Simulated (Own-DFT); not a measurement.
Simulation results for In₃GaP₄ (zincblende random alloy, atoms displaced)

Computed with Own-DFT development build. A calculation, not a measurement: plane-wave PBE density functional theory by an unreviewed code, no spin, of a simulated periodic cell, stress positive in tension, free energy of the whole cell less one offset for each atom, forces on such cells passed a denser k mesh, this cell's mesh not checked; offsets are fitted by least squares, one for each functional and potential file, so energies compare only between cells with the same atoms and settings and are not formation energies; the far tail of each file's local potential was reset to the Coulomb form; each entry is a single point on an unrelaxed cell, so the pressure reflects the starting lattice, mostly measured values, from which strain is counted, and rises with the displacements; printed positions are rounded, which can move forces by about a meV/angstrom; the program is a retired in-house code; no spin-orbit coupling.

Common to all runs: functional PBE; potential files PseudoDojo norm-conserving, scalar-relativistic, standard set; wave cutoff 42 hartree; occupations Fermi-Dirac; smearing width 0.1 eV; k mesh 3 x 3 x 3 centred on Gamma.

(1) In₃GaP₄ (zincblende random alloy, atoms displaced)

```
In3GaP4
1.0
     11.5283     0.0000     0.0000
      0.0000    11.5283     0.0000
      0.0000     0.0000    11.5283
In Ga P In P Ga In Ga In P In P Ga In Ga P In Ga In P In Ga P In P
2 2 4 4 4 1 1 1 1 4 4 4 1 2 1 4 2 1 1 4 3 1 4 4 4
Direct
  0.99734 0.99986 0.00043
  0.00070 0.24929 0.24691
  0.25019 0.99814 0.24897
  0.24984 0.25146 0.99936
  0.12737 0.12500 0.12611
  0.12394 0.37166 0.37299
  0.37356 0.12446 0.37153
  0.37306 0.37116 0.12448
  0.99840 0.99800 0.50190
  0.00224 0.25088 0.75401
  0.25249 0.00295 0.74830
  0.24973 0.25088 0.49889
  0.12132 0.12062 0.62615
  0.12553 0.37463 0.87435
  0.38029 0.13181 0.87190
  0.37215 0.37713 0.62540
  0.00069 0.50395 0.99598
  0.00021 0.74870 0.25295
  0.25010 0.49748 0.25343
  0.25197 0.75107 0.00700
  0.12366 0.62413 0.12467
  0.12514 0.87015 0.37779
  0.37675 0.62428 0.37466
  0.37645 0.87669 0.12009
  0.00381 0.49868 0.50019
  0.00134 0.75207 0.74960
  0.25018 0.50310 0.74760
  0.24962 0.74716 0.50164
  0.12239 0.62547 0.62356
  0.13247 0.87592 0.87606
  0.37295 0.62439 0.87625
  0.37758 0.87424 0.62317
  0.50037 0.99807 0.99686
  0.50139 0.25156 0.24912
  0.74961 0.00201 0.25023
  0.74982 0.24882 0.00205
  0.62987 0.12211 0.12435
  0.62923 0.37769 0.37439
  0.87255 0.12143 0.37217
  0.86926 0.37592 0.12358
  0.49785 0.00285 0.50033
  0.49692 0.24611 0.75222
  0.75112 0.99805 0.74779
  0.74641 0.24619 0.49980
  0.62590 0.11814 0.62583
  0.62177 0.37561 0.87323
  0.87174 0.12511 0.87404
  0.87333 0.37413 0.62347
  0.49660 0.49783 0.00043
  0.50410 0.75014 0.25163
  0.74471 0.49983 0.25152
  0.75132 0.75067 0.00151
  0.62439 0.62190 0.12800
  0.61653 0.87304 0.37654
  0.86744 0.62617 0.37756
  0.87381 0.87510 0.12454
  0.49942 0.50224 0.50646
  0.49810 0.75366 0.74660
  0.74891 0.49931 0.74914
  0.75313 0.74694 0.49984
  0.62578 0.62519 0.62491
  0.62394 0.87745 0.87451
  0.87473 0.62308 0.87109
  0.87669 0.87637 0.62896
```

```
free energy of cell above offsets : -31.757 eV
pressure                          : 3.94 GPa
stress xx                         : -3.92 GPa
stress yy                         : -3.96 GPa
stress zz                         : -3.93 GPa
stress yz                         : -0.1 GPa
stress xz                         : -0.18 GPa
stress xy                         : -0.35 GPa
```

Force:
```csv
element,x (eV/Å),y (eV/Å),z (eV/Å)
In,0.373,0.017,-0.286
In,-0.507,0.052,-0.116
Ga,0.015,-0.027,-0.008
Ga,0.021,-0.132,0.04
P,1.203,-0.244,-0.355
P,0.65,0.97,-0.547
P,-0.601,-0.534,-0.466
P,-1.381,0.299,0.118
In,-0.028,0.095,-0.504
In,-0.537,-0.168,-0.415
In,0.249,-0.151,0.215
In,-0.136,-0.415,0.19
P,0.372,0.707,-0.187
P,0.26,0.382,1.487
P,-1.266,-1.295,2.322
P,0.287,-0.538,0.015
Ga,-0.19,-0.351,0.222
In,-0.42,-0.157,-0.25
Ga,-0.016,0.027,-0.285
In,-0.278,-0.38,-0.618
P,0.029,-1.444,0.261
P,0.664,1.17,-0.796
P,-0.831,-0.729,-0.65
P,0.47,1.384,0.85
In,-0.677,-0.036,-0.341
In,0.258,0.05,0.577
In,-0.244,-0.041,0.37
In,0.354,0.033,-0.114
P,0.123,0.019,0.229
P,-0.568,-0.007,0.028
P,0.211,0.403,-0.13
P,-0.662,0.291,-0.119
Ga,0.141,0.449,0.094
In,0.261,-0.252,-0.048
In,-0.368,-0.995,0.137
Ga,-0.174,0.095,-0.352
P,-0.825,0.449,-1.494
P,-1.061,-0.501,0.706
P,0.593,0.448,0.464
P,0.578,0.023,-1.224
In,-0.127,-0.136,-0.273
In,1.081,0.966,-1.107
Ga,-0.056,0.099,0.382
In,0.313,0.045,0.02
P,0.496,-0.048,0.839
P,0.879,-0.832,0.788
P,-1.155,-0.008,0.042
P,0.274,-0.211,0.052
In,0.156,0.13,0.007
In,-0.704,-0.115,-0.646
In,0.806,0.162,-0.307
Ga,-0.128,-0.153,-0.082
P,0.402,0.979,-1.338
P,1.304,0.506,0.323
P,1.236,-0.72,-0.549
P,-0.535,-0.914,-0.345
In,0.12,-0.351,-0.679
In,0.284,-0.556,0.63
In,-0.06,-0.262,0.023
In,-0.741,1.052,0.466
P,0.007,0.328,0.327
P,0.839,0.296,0.556
P,0.115,0.414,1.568
P,-1.15,0.362,0.284
```

(2) In₃GaP₄ (zincblende random alloy, atoms displaced)

```
In3GaP4
1.0
     11.5283     0.0000     0.0000
      0.0000    11.5283     0.0000
      0.0000     0.0000    11.5283
Ga In Ga P Ga In P In Ga P In P In Ga In Ga P In P In P In Ga In P
2 1 1 4 1 3 4 3 1 4 4 4 1 1 1 1 4 4 4 4 4 2 1 1 4
Direct
  0.00275 0.99543 0.00418
  0.00065 0.24841 0.25090
  0.25313 0.99992 0.24911
  0.24589 0.25904 0.99905
  0.12504 0.12838 0.12539
  0.12488 0.37268 0.37421
  0.37659 0.12448 0.37528
  0.37362 0.37768 0.12801
  0.00119 0.00049 0.50147
  0.99801 0.25301 0.75218
  0.24763 0.99977 0.74847
  0.25142 0.25153 0.49946
  0.12819 0.12702 0.62294
  0.12260 0.37674 0.87785
  0.37618 0.12279 0.87519
  0.37936 0.37670 0.62288
  0.99885 0.50075 0.00483
  0.99283 0.75061 0.25225
  0.24963 0.50121 0.24767
  0.24913 0.75105 0.00128
  0.12624 0.62583 0.12403
  0.12120 0.87973 0.37084
  0.37394 0.61949 0.37427
  0.37792 0.87438 0.12789
  0.00056 0.49860 0.49778
  0.00077 0.75093 0.74982
  0.25260 0.49746 0.74953
  0.24878 0.74682 0.49771
  0.12077 0.62360 0.62613
  0.12583 0.87787 0.87401
  0.38043 0.61712 0.87680
  0.37682 0.87662 0.62997
  0.49984 0.00139 0.00093
  0.50627 0.24832 0.24546
  0.75335 0.99769 0.24952
  0.75233 0.25034 0.99807
  0.62795 0.12563 0.12242
  0.62442 0.37255 0.37451
  0.88029 0.12222 0.37898
  0.87781 0.37560 0.12379
  0.49841 0.99936 0.50821
  0.49956 0.24926 0.74995
  0.75088 0.99827 0.74950
  0.75173 0.24970 0.50542
  0.62727 0.12694 0.62347
  0.62375 0.37416 0.87052
  0.87485 0.11990 0.87202
  0.87360 0.37585 0.61880
  0.49688 0.49802 0.99976
  0.49758 0.74992 0.24850
  0.74944 0.50098 0.24910
  0.74530 0.74940 0.99604
  0.62575 0.62944 0.12304
  0.63028 0.87858 0.37601
  0.87159 0.62655 0.37819
  0.86992 0.87459 0.12375
  0.49608 0.50341 0.50065
  0.49861 0.75352 0.75258
  0.74955 0.50332 0.75263
  0.75079 0.74684 0.50081
  0.61900 0.62157 0.62759
  0.62692 0.87590 0.88003
  0.87699 0.62393 0.87727
  0.87907 0.87587 0.62460
```

```
free energy of cell above offsets : -31.577 eV
pressure                          : 3.97 GPa
stress xx                         : -3.96 GPa
stress yy                         : -3.99 GPa
stress zz                         : -3.96 GPa
stress yz                         : 0.34 GPa
stress xz                         : -0.01 GPa
stress xy                         : -0.04 GPa
```

Force:
```csv
element,x (eV/Å),y (eV/Å),z (eV/Å)
Ga,-0.214,0.415,-0.112
Ga,-0.054,-0.053,0.026
In,-0.28,0.361,-0.022
Ga,0.311,-0.59,0.179
P,-0.492,0.403,-0.728
P,-0.597,-0.349,-0.895
P,0.92,0.657,-0.648
P,0.297,-1.872,-0.296
Ga,0.244,0.062,-0.049
In,-0.007,-0.284,-0.322
In,0.174,0.429,0.152
In,0.249,-0.029,-0.166
P,-1.152,-0.575,-0.321
P,0.78,-0.424,0.274
P,-1.078,1.037,0.591
P,-0.521,-0.43,0.261
In,0.302,0.091,-0.317
In,0.434,0.017,-0.326
In,-0.443,-0.241,0.251
Ga,0.255,-0.106,-0.184
P,0.3,1.146,-0.313
P,-0.294,0.131,1.11
P,-0.019,0.823,-0.18
P,-1.06,-0.473,-1.223
In,-0.026,0.103,-0.167
In,-0.091,-0.039,0.285
In,-0.297,0.108,0.014
In,-0.161,0.52,0.112
P,0.61,-0.093,-0.04
P,-0.089,-0.468,1.666
P,-1.492,1.81,0.077
P,-0.714,-0.608,-0.49
In,-0.016,-0.01,0.122
Ga,-0.341,0.046,0.308
In,-0.039,0.814,0.211
Ga,0.002,-0.041,-0.187
P,0.187,1.277,0.183
P,-0.59,-0.39,-0.502
P,0.795,0.277,-0.24
P,-0.488,-1.658,0.494
In,0.396,0.188,-0.893
In,-0.027,-0.242,-0.127
In,-0.276,-0.063,-0.212
In,-0.125,-0.19,-1.097
P,-0.232,-0.372,0.564
P,1.637,0.255,0.582
P,0.357,0.388,1.815
P,-0.305,1.02,1.716
In,0.991,-0.378,0.572
In,0.604,-0.086,0.757
In,-0.145,-0.175,-0.022
In,0.747,-0.205,0.207
P,-0.349,-0.73,0.193
P,-0.88,-0.466,0.237
P,0.379,-0.629,-0.375
P,1.162,0.285,-1.027
In,0.686,-0.59,-0.426
In,0.266,-0.384,0.416
Ga,0.027,-0.293,-0.227
In,-0.506,0.406,0.592
P,1.305,0.042,0.69
P,-0.474,0.322,-0.842
P,-0.829,-0.42,-0.899
P,0.285,0.523,-0.778
```

(3) In₃GaP₄ (zincblende random alloy, atoms displaced)

```
In3GaP4
1.0
     11.5283     0.0000     0.0000
      0.0000    11.5283     0.0000
      0.0000     0.0000    11.5283
In P In Ga In P Ga In P In Ga P In Ga In P In Ga P In Ga In P Ga In Ga P
4 4 1 1 2 4 1 3 4 3 1 4 1 1 2 4 3 1 4 2 1 1 4 1 2 1 4
Direct
  0.00395 0.00039 0.00064
  0.00100 0.25156 0.24870
  0.25214 0.99896 0.25148
  0.24889 0.24911 0.99436
  0.12573 0.12378 0.12540
  0.12432 0.37539 0.37903
  0.37582 0.12711 0.37518
  0.37402 0.37653 0.12502
  0.00227 0.00193 0.50082
  0.99972 0.25195 0.74759
  0.25184 0.99425 0.75043
  0.25349 0.24700 0.49793
  0.12496 0.12582 0.62491
  0.12537 0.37541 0.86993
  0.36968 0.12572 0.87453
  0.37578 0.37249 0.62535
  0.99710 0.49683 0.99798
  0.00158 0.75191 0.25303
  0.24998 0.50020 0.24843
  0.24839 0.75171 0.00253
  0.12422 0.62735 0.12497
  0.12879 0.88219 0.37065
  0.37326 0.62611 0.37248
  0.37173 0.87266 0.12720
  0.00173 0.50202 0.50098
  0.00100 0.74996 0.74963
  0.24586 0.50236 0.74889
  0.24245 0.74400 0.50039
  0.12743 0.62408 0.62426
  0.11951 0.87144 0.87571
  0.37312 0.62602 0.87579
  0.37315 0.86962 0.62792
  0.49735 0.00207 0.00511
  0.49994 0.24712 0.24839
  0.75241 0.99881 0.25035
  0.75100 0.24948 0.99896
  0.62687 0.12532 0.12339
  0.62643 0.37562 0.37670
  0.87440 0.12511 0.37622
  0.87198 0.37333 0.12419
  0.50496 0.99916 0.49898
  0.50218 0.24963 0.75204
  0.75343 0.00003 0.75183
  0.74960 0.25157 0.49578
  0.62628 0.12422 0.62820
  0.62656 0.37678 0.87176
  0.87452 0.12701 0.86832
  0.87259 0.37045 0.62728
  0.50051 0.50236 0.00277
  0.49971 0.75491 0.25042
  0.75035 0.49996 0.25429
  0.75041 0.74753 0.99929
  0.62648 0.62798 0.12516
  0.62753 0.87061 0.37529
  0.87459 0.62412 0.37480
  0.87957 0.87493 0.12468
  0.50187 0.50363 0.49863
  0.49900 0.74727 0.75070
  0.74646 0.49512 0.75120
  0.75002 0.75090 0.49998
  0.62553 0.62405 0.62587
  0.62483 0.87447 0.87455
  0.87636 0.62594 0.87395
  0.87667 0.88015 0.62725
```

```
free energy of cell above offsets : -31.853 eV
pressure                          : 3.92 GPa
stress xx                         : -3.95 GPa
stress yy                         : -3.91 GPa
stress zz                         : -3.9 GPa
stress yz                         : -0.25 GPa
stress xz                         : 0.09 GPa
stress xy                         : -0.17 GPa
```

Force:
```csv
element,x (eV/Å),y (eV/Å),z (eV/Å)
In,-0.603,0.341,-0.334
In,-0.071,-0.021,0.245
In,0.401,0.746,-0.433
In,-0.208,0.371,0.716
P,0.268,0.315,0.038
P,0.246,-0.084,-0.459
P,1.159,0.051,-0.936
P,0.706,-1.145,0.398
In,-0.122,-0.014,-0.118
Ga,0.008,-0.181,-0.067
In,-0.596,0.233,0.016
In,-0.396,0.465,0.403
P,-0.265,0.589,0.962
P,-1.75,-0.098,0.391
P,0.784,-0.432,-0.157
P,0.612,1.085,-0.597
Ga,0.112,0.228,0.072
In,-0.052,-0.107,-0.044
In,-0.356,-0.101,0.227
In,-0.09,-0.222,-0.438
P,-0.848,-1.115,-0.598
P,-0.045,-1.555,1.583
P,0.141,0.051,1.541
P,0.322,0.405,-0.228
In,-0.6,-0.437,0.215
In,-0.267,-0.196,-0.397
In,0.96,-0.31,-0.023
Ga,0.665,0.566,-0.266
P,0.002,1.031,-0.665
P,0.757,0.364,0.007
P,-0.088,-0.198,0.175
P,-0.417,-0.398,-1.52
In,-0.075,-0.233,-0.541
Ga,0.057,0.336,0.016
In,-0.036,-0.044,-0.046
In,-0.1,0.074,-0.43
P,-0.681,0.557,1.007
P,-0.251,-0.007,-0.273
P,-0.549,0.82,0.454
P,0.261,1.625,0.207
In,-0.423,-0.135,0.337
In,-0.274,-0.069,-0.128
In,-0.61,-0.119,-0.104
Ga,0.056,-0.266,0.442
P,0.673,0.672,-1.007
P,-0.653,-0.382,1.103
P,1.318,0.688,0.301
P,0.325,-0.776,-0.516
In,0.089,-0.173,-0.268
In,0.053,-0.626,0.04
Ga,-0.099,0.036,-0.342
In,0.267,0.44,0.047
P,0.486,-0.894,1.081
P,0.759,-0.173,0.684
P,-1.206,0.212,0.173
P,-0.458,-0.027,-0.121
Ga,-0.26,-0.185,0.138
In,0.177,0.054,0.035
In,0.795,0.683,-0.4
Ga,0.163,-0.163,0.237
P,0.104,0.121,-1.467
P,-0.161,0.217,0.257
P,0.426,-1.145,0.445
P,-0.541,-1.348,-1.072
```
